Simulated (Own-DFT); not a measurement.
# PBE against PBEsol on the same cells

All numbers below are calculated, not measured. They come from Own-DFT, an in-house plane-wave density functional program, since retired, whose code no person has reviewed. Each row is one single-point run on a periodic cell that was not relaxed, without spin or spin-orbit coupling.

Known limits, some of them of some rows only: forces on such cells failed a check on a denser k mesh; forces on such cells passed a denser k mesh, each cell not checked; stress not checked against mesh or cutoff.

Each cell was run twice at the same cutoff, k mesh and smearing, with PBE and with PBEsol, on PseudoDojo norm-conserving files made for PBE. Atoms were moved at random from their sites; u is the rms move along one axis. Files made for PBEsol would give a somewhat different change.

```
                                                        cell  atoms  volume (Å³/atom)  u (Å)  cutoff (hartree)  P with PBE (GPa)  P with PBEsol (GPa)  change (GPa)
                     C11b WSi2 with one Si vacancy (Si19W10)     29             13.90  0.045                50              4.54                 0.55         -4.00
                     C11b WSi2 with one Si vacancy (Si19W10)     29             13.90  0.030                50              3.07                -0.91         -3.98
                     C11b WSi2 with one Si vacancy (Si19W10)     29             13.90  0.029                50              3.47                -0.52         -3.99
          C40 NbSi2 with two Si on a Nb site each (Nb10Si26)     36             14.64  0.076                42              3.92                 0.57         -3.36
          C40 NbSi2 with two Si on a Nb site each (Nb10Si26)     36             14.64  0.083                42              4.62                 1.26         -3.36
          C40 NbSi2 with two Si on a Nb site each (Nb10Si26)     36             14.64  0.073                42              4.09                 0.74         -3.35
                    L1_0 TiAl with one Ti vacancy (Al16Ti15)     31             16.58  0.032                42              0.46                -2.22         -2.67
                    L1_0 TiAl with one Ti vacancy (Al16Ti15)     31             16.58  0.027                42              0.60                -2.07         -2.68
                    L1_0 TiAl with one Ti vacancy (Al16Ti15)     31             16.58  0.079                42              1.52                -1.15         -2.67
diamond-structure SiGe with randomly placed atoms (Ge16Si48)     64             20.66  0.060                42              3.00                 1.20         -1.81
diamond-structure SiGe with randomly placed atoms (Ge16Si48)     64             20.66  0.063                42              3.10                 1.31         -1.78
diamond-structure SiGe with randomly placed atoms (Ge16Si48)     64             20.66  0.061                42              2.99                    ?             ?
```

## Worked reading

Mean change of pressure by composition, in GPa: Si19W10, -3.99; Nb5Si13, -3.36; Al16Ti15, -2.67; GeSi3, -1.79. At a fixed cell PBEsol gives the lower pressure, because it favours a smaller volume than PBE. Here the change varies more between materials than between cells of one material.

## Withheld value

Question: what PBEsol pressure should the Ge16Si48 cell with the blank give?

Adding the mean change of the cells with its composition, -1.79 GPa, to 2.99 gives 1.2 GPa. The calculation gave 1.19 GPa.
